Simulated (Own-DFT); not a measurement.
## Calculated data, Si47N64 (beta silicon nitride with one vacancy, atoms displaced)

All values are calculated (Own-DFT development build). A calculation, not a measurement: plane-wave PBE density functional theory by an unreviewed code, no spin, of a simulated periodic cell, stress positive in tension, free energy of the whole cell less one offset for each atom, some atoms lie very close together, defect cell not probed for a lower state with spin; forces on such cells moved up to 12 meV/angstrom on a denser k mesh; offsets are fitted by least squares, one for each functional and potential file, so energies compare only between cells with the same atoms and settings and are not formation energies; the far tail of each file's local potential was reset to the Coulomb form; each entry is a single point on an unrelaxed cell, so the pressure reflects the starting lattice, mostly measured values (interpolated for alloys), from which strain is counted, and rises with the displacements; printed positions are rounded, which can move forces by about a meV/angstrom; the program, named Own-DFT, is a retired in-house code; no spin-orbit coupling; before rounding, a Quantum ESPRESSO 7.3.1 run of the same cell and cutoff gave forces within 1 meV/angstrom rms on each cell, which checks the program and not the settings.

Common to all runs: functional PBE; potential files PseudoDojo norm-conserving, scalar-relativistic, standard set; wave cutoff 42 hartree; occupations Fermi-Dirac; smearing width 0.1 eV; k mesh 2 x 2 x 4 centred on Gamma.

```json
{"entry": 1, "formula": "Si47N64", "kind": "beta silicon nitride with one vacancy, atoms displaced", "structure": {"cell_angstrom": [[15.212, 0.0, 0.0], [-7.606, 13.174, 0.0], [0.0, 0.0, 5.818]], "atoms_fractional": [["Si", 0.07937, 0.37418, 0.11195], ["Si", 0.09754, 0.19353, 0.11796], ["Si", 0.30426, 0.41571, 0.09749], ["Si", 0.40623, 0.11028, 0.37829], ["Si", 0.38372, 0.30018, 0.39177], ["Si", 0.20339, 0.09353, 0.38338], ["N", 0.17344, 0.01918, 0.13109], ["N", 0.48281, 0.14622, 0.10273], ["N", 0.35317, 0.32925, 0.11628], ["N", 0.33713, 0.48496, 0.38677], ["N", 0.00879, 0.3522, 0.37783], ["N", 0.14599, 0.1633, 0.3962], ["N", 0.17424, 0.33405, 0.15122], ["N", 0.34253, 0.16627, 0.36076], ["Si", 0.08644, 0.39028, 0.61672], ["Si", 0.11793, 0.20473, 0.63769], ["Si", 0.29, 0.41585, 0.62283], ["Si", 0.41465, 0.11331, 0.84928], ["Si", 0.38677, 0.30169, 0.90351], ["Si", 0.19045, 0.08494, 0.88826], ["N", 0.17195, 0.02094, 0.63266], ["N", 0.47368, 0.1404, 0.62262], ["N", 0.34621, 0.32696, 0.63787], ["N", 0.3343, 0.47998, 0.8939], ["N", 0.00135, 0.34151, 0.85108], ["N", 0.15115, 0.16468, 0.87549], ["N", 0.16595, 0.33241, 0.6225], ["N", 0.33495, 0.16275, 0.87243], ["Si", 0.08233, 0.8738, 0.12331], ["Si", 0.11814, 0.72042, 0.15997], ["Si", 0.30226, 0.91869, 0.11817], ["Si", 0.41606, 0.61092, 0.36755], ["Si", 0.37731, 0.79476, 0.36794], ["Si", 0.19771, 0.58416, 0.38469], ["N", 0.16445, 0.52005, 0.1285], ["N", 0.48627, 0.65198, 0.13816], ["N", 0.35717, 0.84906, 0.15779], ["N", 0.3347, 0.98493, 0.3835], ["N", 0.01693, 0.84315, 0.35198], ["N", 0.15448, 0.67252, 0.35297], ["N", 0.15949, 0.83125, 0.12936], ["N", 0.32936, 0.66942, 0.37315], ["Si", 0.08737, 0.88328, 0.646], ["Si", 0.10925, 0.7103, 0.61377], ["Si", 0.2917, 0.90748, 0.63544], ["Si", 0.41266, 0.61738, 0.89318], ["Si", 0.3797, 0.79923, 0.88785], ["Si", 0.20264, 0.58008, 0.88776], ["N", 0.16188, 0.5159, 0.62717], ["N", 0.49086, 0.65855, 0.60015], ["N", 0.34111, 0.82849, 0.61157], ["N", 0.3351, 0.98201, 0.86482], ["N", 0.01518, 0.84431, 0.86714], ["N", 0.13953, 0.65705, 0.85598], ["N", 0.16061, 0.83444, 0.60849], ["N", 0.32842, 0.66703, 0.87379], ["Si", 0.5821, 0.38707, 0.1191], ["Si", 0.60633, 0.20053, 0.12597], ["Si", 0.79549, 0.41409, 0.13833], ["Si", 0.91777, 0.11082, 0.37155], ["Si", 0.89302, 0.29894, 0.34515], ["Si", 0.70679, 0.08228, 0.37619], ["N", 0.67491, 0.00914, 0.13384], ["N", 0.98477, 0.13887, 0.13149], ["N", 0.84633, 0.33471, 0.14998], ["N", 0.83201, 0.47695, 0.38964], ["N", 0.5216, 0.33783, 0.37958], ["N", 0.64617, 0.15968, 0.35131], ["N", 0.66856, 0.33195, 0.13025], ["N", 0.83806, 0.16942, 0.37778], ["Si", 0.58158, 0.3811, 0.61138], ["Si", 0.61884, 0.19455, 0.62014], ["Si", 0.79983, 0.41925, 0.63463], ["Si", 0.88364, 0.29282, 0.86901], ["Si", 0.69752, 0.08215, 0.8518], ["N", 0.67842, 0.02412, 0.60708], ["N", 0.98147, 0.14415, 0.62841], ["N", 0.84789, 0.32461, 0.62358], ["N", 0.84745, 0.49617, 0.87202], ["N", 0.52011, 0.3468, 0.88054], ["N", 0.64607, 0.15604, 0.87678], ["N", 0.66657, 0.33186, 0.63542], ["N", 0.83541, 0.16854, 0.8737], ["Si", 0.58505, 0.89251, 0.123], ["Si", 0.60561, 0.69312, 0.13211], ["Si", 0.7945, 0.91493, 0.1435], ["Si", 0.9183, 0.61517, 0.37252], ["Si", 0.88998, 0.80351, 0.38092], ["Si", 0.70386, 0.59724, 0.37018], ["N", 0.65686, 0.51305, 0.11973], ["N", 0.97918, 0.65276, 0.133], ["N", 0.84966, 0.83762, 0.15351], ["N", 0.84876, 0.98709, 0.3496], ["N", 0.51579, 0.85644, 0.38618], ["N", 0.65888, 0.67217, 0.37054], ["N", 0.66493, 0.83724, 0.13628], ["N", 0.83365, 0.66844, 0.35691], ["Si", 0.58319, 0.8844, 0.62283], ["Si", 0.61455, 0.69446, 0.63347], ["Si", 0.80135, 0.91516, 0.62946], ["Si", 0.90273, 0.61514, 0.87796], ["Si", 0.88262, 0.79318, 0.90015], ["Si", 0.69726, 0.58435, 0.85749], ["N", 0.67836, 0.5159, 0.63261], ["N", 0.98818, 0.64516, 0.61146], ["N", 0.85069, 0.83072, 0.62039], ["N", 0.83825, 0.98779, 0.86593], ["N", 0.51932, 0.85633, 0.90193], ["N", 0.64253, 0.66571, 0.87341], ["N", 0.66393, 0.84189, 0.62179], ["N", 0.82366, 0.66209, 0.87069]]}, "results": {"free_energy_of_cell_above_offsets [eV]": "22.658", "pressure [GPa]": 12.8, "stress_xx [GPa]": -11.44, "stress_yy [GPa]": -11.34, "stress_zz [GPa]": -15.62, "stress_yz [GPa]": 1.04, "stress_xz [GPa]": -1.71, "stress_xy [GPa]": -1.0, "force_element": ["Si", "Si", "Si", "Si", "Si", "Si", "N", "N", "N", "N", "N", "N", "N", "N", "Si", "Si", "Si", "Si", "Si", "Si", "N", "N", "N", "N", "N", "N", "N", "N", "Si", "Si", "Si", "Si", "Si", "Si", "N", "N", "N", "N", "N", "N", "N", "N", "Si", "Si", "Si", "Si", "Si", "Si", "N", "N", "N", "N", "N", "N", "N", "N", "Si", "Si", "Si", "Si", "Si", "Si", "N", "N", "N", "N", "N", "N", "N", "N", "Si", "Si", "Si", "Si", "Si", "N", "N", "N", "N", "N", "N", "N", "N", "Si", "Si", "Si", "Si", "Si", "Si", "N", "N", "N", "N", "N", "N", "N", "N", "Si", "Si", "Si", "Si", "Si", "Si", "N", "N", "N", "N", "N", "N", "N", "N"], "force_x [eV/angstrom]": [1.14, 8.682, -1.23, 3.888, 2.705, 1.915, -1.338, -1.803, -5.841, 0.637, 7.735, 0.737, -2.263, -6.956, -0.365, -2.811, 2.662, -3.873, 6.62, 5.664, -0.956, 6.506, -1.886, -0.053, 8.247, -3.039, -2.272, -2.217, -1.12, 0.223, -2.593, -4.773, 3.353, -0.269, 0.176, -2.305, -0.219, -0.613, -2.137, 1.102, 3.974, 2.474, -0.797, 6.276, 0.041, -0.977, 0.286, -4.592, 0.981, -1.283, 0.441, -0.075, -2.513, 0.628, 2.394, 3.235, 4.524, 2.978, 0.998, -1.423, -5.727, -0.486, -0.611, -6.25, -0.893, 0.146, -5.227, 0.821, -2.294, 0.732, 5.128, -1.91, 0.874, -5.693, 4.12, -1.274, 1.519, -2.282, -0.716, -3.417, -1.973, 0.066, -1.86, 3.958, 3.905, -0.183, -4.199, 1.468, 5.51, -0.327, 2.115, 0.241, -0.867, -2.568, -3.91, -0.198, 0.855, 0.64, -2.35, -0.41, 3.656, -1.933, -0.672, -2.318, -4.8, -0.889, -0.477, -5.012, 2.722, 4.156, 0.462], "force_y [eV/angstrom]": [1.187, 4.306, -9.041, 0.02, -3.08, -1.107, -2.656, -1.247, 4.713, -0.06, 3.645, 0.502, -0.415, 3.148, -3.782, -1.912, -2.373, -0.628, -6.352, -0.164, -2.893, 3.066, 2.753, 9.002, 4.731, 2.407, 1.863, 1.485, 5.476, -11.74, 0.819, 1.457, -0.1, 3.306, -4.796, -1.664, -0.787, -2.486, 0.102, -1.248, 9.024, -2.979, 3.816, -3.135, 0.656, 0.765, 0.51, 4.201, -0.467, -1.811, 0.408, -0.489, -1.23, 1.672, 1.071, 0.124, -1.289, 0.698, -0.936, 2.112, -4.364, 5.177, 4.042, -1.792, 0.995, 4.788, -0.269, -0.991, 0.811, -1.297, 1.367, 1.775, -4.938, -1.044, 2.09, -6.394, 1.008, 2.218, -6.692, -0.457, 0.668, -0.604, -3.102, -1.733, 6.36, -1.436, -1.717, -2.573, -4.189, 2.805, 1.424, -0.633, -0.457, -1.247, 0.764, -3.143, -0.279, 1.674, 5.62, 0.238, 4.433, 1.307, 0.641, -1.914, -1.073, 0.747, -1.365, -2.474, -2.414, -2.659, 2.124], "force_z [eV/angstrom]": [0.706, 1.369, 13.09, -2.442, -1.592, -0.545, 0.748, 1.903, 9.915, -2.946, -1.547, -2.609, -2.039, 0.575, 0.48, -0.785, 0.901, 6.603, -10.77, -0.971, 0.195, -4.932, 0.682, -10.83, 2.015, 1.72, 0.807, 0.34, -1.58, -6.254, 2.448, 3.326, 4.03, -2.033, 1.629, -2.901, -6.479, -0.894, 5.901, 4.859, -1.63, -0.269, -6.024, 2.043, -3.341, -3.376, -1.185, -2.496, 0.676, 3.864, 3.924, 1.472, 3.246, 1.544, 0.886, 0.592, 2.186, -1.457, -1.376, 0.643, 5.887, -6.082, -2.28, 0.024, -6.274, -2.444, -3.567, 2.868, -0.573, -0.926, 5.277, -0.681, 1.498, 0.891, 5.145, 3.913, -0.275, -0.958, 1.867, -2.887, -0.37, -0.069, 0.269, 6.191, -0.418, -6.896, 1.384, -0.26, -0.286, 0.607, -3.176, -4.213, 7.135, -2.09, 1.257, -0.153, 0.933, 1.622, -4.375, -1.353, -0.153, -1.66, 4.175, -4.511, 1.936, 3.663, 1.985, -7.135, 2.976, 0.266, 0.279]}}
{"entry": 2, "formula": "Si47N64", "kind": "beta silicon nitride with one vacancy, atoms displaced", "structure": {"cell_angstrom": [[15.212, 0.0, 0.0], [-7.606, 13.174, 0.0], [0.0, 0.0, 5.818]], "atoms_fractional": [["Si", 0.09343, 0.39668, 0.12386], ["Si", 0.11434, 0.20131, 0.11722], ["Si", 0.29698, 0.40693, 0.11647], ["Si", 0.39912, 0.10754, 0.39137], ["Si", 0.38889, 0.30366, 0.35655], ["Si", 0.19974, 0.08754, 0.36899], ["N", 0.16365, 0.02027, 0.13441], ["N", 0.48526, 0.16061, 0.17876], ["N", 0.35896, 0.34723, 0.12169], ["N", 0.33293, 0.47824, 0.35743], ["N", 0.0215, 0.34782, 0.36442], ["N", 0.15902, 0.17006, 0.36116], ["N", 0.15025, 0.3322, 0.12033], ["N", 0.34305, 0.16999, 0.35155], ["Si", 0.09042, 0.38735, 0.63773], ["Si", 0.12103, 0.20137, 0.63379], ["Si", 0.28988, 0.41432, 0.60296], ["Si", 0.4056, 0.10842, 0.87291], ["Si", 0.3819, 0.29822, 0.88719], ["Si", 0.20193, 0.08177, 0.87343], ["N", 0.16513, 0.99598, 0.61313], ["N", 0.48833, 0.15527, 0.61396], ["N", 0.35123, 0.33496, 0.63139], ["N", 0.33635, 0.48269, 0.85586], ["N", 0.02334, 0.35039, 0.89268], ["N", 0.14549, 0.15953, 0.86275], ["N", 0.16076, 0.33914, 0.61375], ["N", 0.33835, 0.17582, 0.88709], ["Si", 0.08818, 0.89394, 0.10168], ["Si", 0.11964, 0.70121, 0.12205], ["Si", 0.29746, 0.91621, 0.10098], ["Si", 0.4183, 0.61842, 0.34991], ["Si", 0.39122, 0.79738, 0.36767], ["Si", 0.20727, 0.58392, 0.36136], ["N", 0.15767, 0.50065, 0.14386], ["N", 0.48498, 0.65301, 0.13304], ["N", 0.35537, 0.83663, 0.12004], ["N", 0.32357, 0.98802, 0.40339], ["N", 0.02364, 0.86017, 0.38848], ["N", 0.15536, 0.67263, 0.37784], ["N", 0.15373, 0.82695, 0.1083], ["N", 0.33982, 0.67257, 0.37862], ["Si", 0.0889, 0.88409, 0.64235], ["Si", 0.1115, 0.70138, 0.58981], ["Si", 0.29715, 0.91862, 0.62114], ["Si", 0.41951, 0.61372, 0.89058], ["Si", 0.37872, 0.79677, 0.88443], ["Si", 0.20481, 0.59317, 0.88922], ["N", 0.16864, 0.51536, 0.61867], ["N", 0.47771, 0.64055, 0.62155], ["N", 0.35388, 0.82689, 0.61908], ["N", 0.32915, 0.97527, 0.85559], ["N", 0.01216, 0.84883, 0.86996], ["N", 0.14784, 0.6733, 0.89055], ["N", 0.16879, 0.8217, 0.63881], ["N", 0.33897, 0.66937, 0.87509], ["Si", 0.58889, 0.392, 0.15014], ["Si", 0.62109, 0.20137, 0.13254], ["Si", 0.80068, 0.42116, 0.13077], ["Si", 0.91152, 0.11135, 0.36806], ["Si", 0.87998, 0.29511, 0.38355], ["Si", 0.71155, 0.09359, 0.38795], ["N", 0.67327, 0.02311, 0.11621], ["N", 0.99124, 0.15686, 0.11607], ["N", 0.84626, 0.32601, 0.11877], ["N", 0.82852, 0.48206, 0.38823], ["N", 0.51411, 0.35297, 0.37126], ["N", 0.6465, 0.15752, 0.35985], ["N", 0.65766, 0.32309, 0.13579], ["N", 0.83323, 0.15582, 0.38737], ["Si", 0.58336, 0.38792, 0.62267], ["Si", 0.61494, 0.20269, 0.64003], ["Si", 0.79441, 0.40911, 0.62908], ["Si", 0.91909, 0.1084, 0.8919], ["Si", 0.8822, 0.29948, 0.88221], ["Si", 0.70453, 0.09697, 0.89514], ["N", 0.66603, 0.01801, 0.63333], ["N", 0.97815, 0.14434, 0.62245], ["N", 0.85902, 0.33919, 0.62796], ["N", 0.83501, 0.47812, 0.89713], ["N", 0.51598, 0.3485, 0.88747], ["N", 0.63557, 0.15792, 0.89113], ["N", 0.66727, 0.32138, 0.6281], ["N", 0.84232, 0.16779, 0.85674], ["Si", 0.59147, 0.88852, 0.107], ["Si", 0.60628, 0.70581, 0.13109], ["Si", 0.91943, 0.62013, 0.37666], ["Si", 0.88695, 0.79588, 0.38156], ["Si", 0.70145, 0.58618, 0.36693], ["N", 0.66116, 0.51204, 0.10737], ["N", 0.98289, 0.64643, 0.11275], ["N", 0.84579, 0.84136, 0.1412], ["N", 0.81924, 0.9774, 0.36581], ["N", 0.52369, 0.8526, 0.38314], ["N", 0.65443, 0.66421, 0.34476], ["N", 0.6637, 0.82601, 0.11464], ["N", 0.82736, 0.66915, 0.36227], ["Si", 0.58743, 0.88168, 0.64398], ["Si", 0.60983, 0.69442, 0.61751], ["Si", 0.80528, 0.9184, 0.60871], ["Si", 0.91133, 0.61794, 0.88314], ["Si", 0.87976, 0.79167, 0.86647], ["Si", 0.69963, 0.57977, 0.89775], ["N", 0.66259, 0.52057, 0.64196], ["N", 0.98628, 0.65132, 0.64278], ["N", 0.86218, 0.84062, 0.63223], ["N", 0.83582, 0.98877, 0.87456], ["N", 0.51995, 0.85338, 0.88589], ["N", 0.65169, 0.67147, 0.85028], ["N", 0.65597, 0.83162, 0.63651], ["N", 0.8284, 0.66609, 0.87656]]}, "results": {"stress_zz [GPa]": null, "stress_xx [GPa]": null}}
```

**Q.** Estimate the stress zz of Si47N64 (beta silicon nitride with one vacancy, atoms displaced) (entry 2).
**A.** -15.27 GPa

**Q.** Estimate the stress xx of Si47N64 (beta silicon nitride with one vacancy, atoms displaced) (entry 2).
**A.** -7.79 GPa

Further results for Si47N64 (beta silicon nitride with one vacancy, atoms displaced) (entry 2):

```
free energy of cell above offsets : 26.285 eV
pressure                          : 12.75 GPa
stress yy                         : -15.18 GPa
stress yz                         : 1.69 GPa
stress xz                         : -0.28 GPa
stress xy                         : 0.05 GPa
```

Force:
```csv
element,x (eV/Å),y (eV/Å),z (eV/Å)
Si,-4.919,-18.75,0.279
Si,-0.209,2.772,0.461
Si,-5.887,1.872,-1.97
Si,6.053,4.32,-0.533
Si,-1.108,-2.581,4.271
Si,3.721,0.818,2.812
N,0.493,-1.295,-3.856
N,1.119,-2.397,-5.667
N,1.589,-2.296,0.305
N,-0.025,3.489,-0.685
N,-3.887,-0.533,3.105
N,-1.885,0.806,1.732
N,10.27,-2.443,-0.399
N,-7.966,1.214,1.009
Si,-5.25,-0.293,-1.499
Si,-5.183,2.45,-5.173
Si,1.914,-1.085,2.284
Si,2.674,4.771,1.714
Si,2.454,2.416,-3.372
Si,0.597,1.914,-1.322
N,0.957,12.94,1.458
N,-2.763,-2.467,3.26
N,-1.303,0.253,-2.164
N,-0.204,0.401,2.546
N,-4.166,-0.193,-3.367
N,2.571,-1.245,3.129
N,6.903,-4.317,0.29
N,-1.054,-6.312,-0.963
Si,-0.111,-3.769,4.848
Si,-4.619,2.313,3.487
Si,-1.064,-4.309,5.298
Si,-4.687,-3.376,8.599
Si,0.639,2.25,1.451
Si,-0.117,1.672,3.52
N,2.596,22.84,-1.018
N,0.472,-0.63,-4.103
N,-3.467,2.426,2.783
N,0.151,-2.334,-6.476
N,-1.204,-1.859,-2.611
N,3.493,-3.407,-4.501
N,2.62,3.704,0.621
N,-0.273,-4.053,-1.493
Si,0.297,-8.782,-2.614
Si,-0.096,0.275,7.253
Si,1.195,-9.913,-2.045
Si,-3.336,-1.256,-4.807
Si,4.157,-0.364,-4.128
Si,0.23,-0.771,-2.322
N,-0.421,2.596,1.684
N,1.286,0.626,-0.918
N,-2.989,2.836,0.386
N,0.062,5.943,4.21
N,-0.259,0.022,1.117
N,5.741,-4.429,-6.437
N,-2.125,5.166,-0.597
N,-0.733,-1.698,1.243
Si,2.33,-6.33,-5.301
Si,-5.493,0.168,1.658
Si,-0.976,-7.394,3.801
Si,1.348,-2.207,0.195
Si,4.684,-1.142,-2.197
Si,-2.619,-4.917,-1.052
N,-0.375,-2.462,3.488
N,-0.954,-1.976,3.295
N,-3.111,2.269,3.981
N,0.562,2.65,-0.379
N,0.293,1.314,2.668
N,1.72,0.317,5.261
N,0.882,6.361,0.165
N,-0.528,5.893,-0.651
Si,1.331,-1.507,3.005
Si,0.243,-4.925,-2.558
Si,0.416,-0.983,1.515
Si,-3.177,1.471,-3.816
Si,5.933,-1.986,-2.056
Si,2.793,-1.301,-4.136
N,-0.472,0.226,0.884
N,4.376,1.474,0.107
N,-2.341,0.974,0.35
N,-0.377,4.562,-6.316
N,-0.565,0.783,-0.571
N,2.171,-0.57,-2.947
N,-2.094,7.415,-0.16
N,-2.714,1.079,1.547
Si,3.687,2.056,5.443
Si,7.279,-0.369,-2.741
Si,-2.653,-0.732,0.056
Si,-0.867,3.702,-1.595
Si,-0.06,0.23,1.743
N,0.623,-0.888,7.982
N,1.313,0.441,4.025
N,2.419,-1.635,-1.297
N,0.998,2.857,-1.102
N,-1.463,-0.338,-2.082
N,-3.028,0.22,2.38
N,-2.042,4.154,0.036
N,4.055,-2.191,0.614
Si,-3.038,4.26,-2.432
Si,-0.928,2.58,-2.304
Si,-1.164,-2.14,3.918
Si,-1.065,-1.581,-1.153
Si,-1.97,3.072,4.275
Si,-2.014,7.854,-7.92
N,0.633,-2.503,-3.648
N,-1.343,-1.041,-2.834
N,-2.432,0.448,-2.029
N,0.061,-3.478,-2.038
N,-4.509,-2.162,-1.758
N,1.947,-2.732,5.291
N,7.569,-2.923,-0.803
N,1.757,-2.36,0.082
```
